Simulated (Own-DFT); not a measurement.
# How strain changes the stress of 6H (3C twinned every three layers) SiC, 48 atoms (C24Si24)

All numbers below are calculated, not measured. They come from Own-DFT, an in-house plane-wave density functional program, since retired, whose code no person has reviewed. Each row is one single-point run on a periodic cell that was not relaxed, without spin or spin-orbit coupling.

Settings of every run: PBE; PseudoDojo norm-conserving scalar-relativistic files; cutoff 42 hartree; 5 x 5 x 2 k mesh centred on Gamma; Fermi-Dirac smearing of 0.1 eV.

Known limits: forces on such cells passed a denser k mesh, each cell not checked; stress not checked against mesh or cutoff.

Unstrained cell vectors in Å: (4.360, -4.360, 0.000); (0.000, 4.360, -4.360); (8.719, 8.719, 8.719). The unstrained cell has measured lattice constants (interpolated for alloys), not those of this functional. That, the random moves and any unrelaxed bonds set the pressure at no strain. Each run strains this cell uniformly, with the atoms carried along. Every atom was also moved at random, by a Gaussian of width 0.05 Å on each axis. Strain is the symmetric tensor, in per cent. Stress is positive in tension, and the pressure is minus a third of its trace.

```
run  e_xx (%)  e_yy (%)  e_zz (%)  e_yz (%)  e_xz (%)  e_xy (%)  s_xx (GPa)  s_yy (GPa)  s_zz (GPa)  s_yz (GPa)  s_xz (GPa)  s_xy (GPa)  P (GPa)  E (meV/atom)
  1     -0.99     -0.37      0.86     -0.27     -1.46      0.01       -9.10       -7.72       -3.14       -3.70       -8.15       -2.46     6.66          22.5
  2     -0.55      0.57     -0.82     -1.44      0.11     -0.79       -9.48       -3.04       -9.52       -7.45       -0.57       -5.08     7.34          20.5
  3     -0.08     -0.19     -1.24     -1.30     -1.63     -0.54       -7.51       -7.26      -14.05       -7.90      -10.15       -5.05     9.61          36.6
  4      0.12     -0.38      0.27      0.89      1.06     -0.09       -6.15       -5.55       -4.35        3.80        4.60        0.57     5.35          22.2
  5      0.01      0.34     -0.69     -0.46     -0.69     -1.52       -6.56       -3.73       -8.51       -4.13       -3.60       -7.29     6.27          24.9
  6     -1.14      0.85      0.85      1.36     -0.24     -0.77       -7.57       -2.13       -1.85        3.77       -1.56       -1.61     3.85          21.8
  7     -0.17      0.88      1.36      0.03      1.65      1.06       -3.96        0.37        2.69       -0.22        6.25        5.57     0.30           0.0
  8      1.19     -1.96     -0.32      0.30     -0.01     -0.31       -0.94      -13.36       -8.05        1.64       -1.93       -1.75     7.45          14.4
  9     -0.37      0.25      1.44     -1.66      1.21     -1.15       -8.34       -3.53        0.16       -8.19        4.43       -4.36     3.90          77.0
 10     -0.78      0.00     -0.27      1.94     -0.41      1.54      -11.17       -7.71       -7.50        9.71       -0.91        7.85     8.80          67.4
 11      1.72      0.52      0.26     -0.98      0.59     -1.66        4.28        0.02       -5.01       -4.85        1.13       -7.60     0.24          33.5
 12     -0.98      1.84     -1.83     -1.33      1.86      0.42       -9.72        0.25      -15.97       -5.22        9.93        1.35     8.48          62.3
 13     -0.94      1.08      1.63     -0.82      1.82     -1.00       -7.12        0.57        3.12       -4.59        6.47       -3.45     1.14          16.6
 14      0.99     -1.21     -0.22      0.25     -1.37      0.72       -0.54      -12.98       -5.38        1.46       -6.41        3.53     6.30          16.2
 15      1.42      1.52     -1.29      1.53     -0.81     -0.63        0.86        1.19       -9.25        6.56       -2.97       -3.30     2.40          43.7
 16     -0.74      1.43     -0.78      1.82      0.59      1.49           ?           ?           ?           ?           ?           ?        ?             ?
```

E is the free energy for each atom above the lowest run shown.

## Worked fit

Each stress component was fitted by least squares to a constant and the strains of the runs shown, as fractions, with shears doubled. Shear strains stay in the fit of a normal stress only where such slopes are resolved. The slopes, in GPa:

| stress | at no strain | per e_xx | per e_yy | per e_zz | scatter |
|---|---|---|---|---|---|
| s_xx | -5.6 | 496 ± 43 | 82 ± 40 | 100 ± 36 | 1.37 |
| s_yy | -5.5 | 109 ± 35 | 491 ± 33 | 107 ± 29 | 1.13 |
| s_zz | -5.9 | 82 ± 39 | 63 ± 36 | 520 ± 33 | 1.25 |

Each shear stress against twice its own strain: yz 229 ± 9, xz 241 ± 13, xy 213 ± 16 GPa. These are stiffnesses along x, y and z of the frame in which the cell vectors are given, which need not be the crystal's axes. The atoms are held to the strained lattice; where symmetry lets them move under strain, relaxing them would lower some slopes. The table should be nearly symmetric about its diagonal, and what it lacks of that shows the noise. A ninth of its sum, 228 ± 12 GPa, estimates the bulk modulus near the mean pressure of these runs, 5.2 GPa, so it lies above the value at zero pressure.

## Withheld run

Question: what normal stresses and pressure should run 16 give?

The fit gives s_xx = -8.8, s_yy = -0.1, s_zz = -9.6 and P = 6.2 GPa. The calculation gave -8.33, -2.93, -8.43 and P = 6.56 GPa.
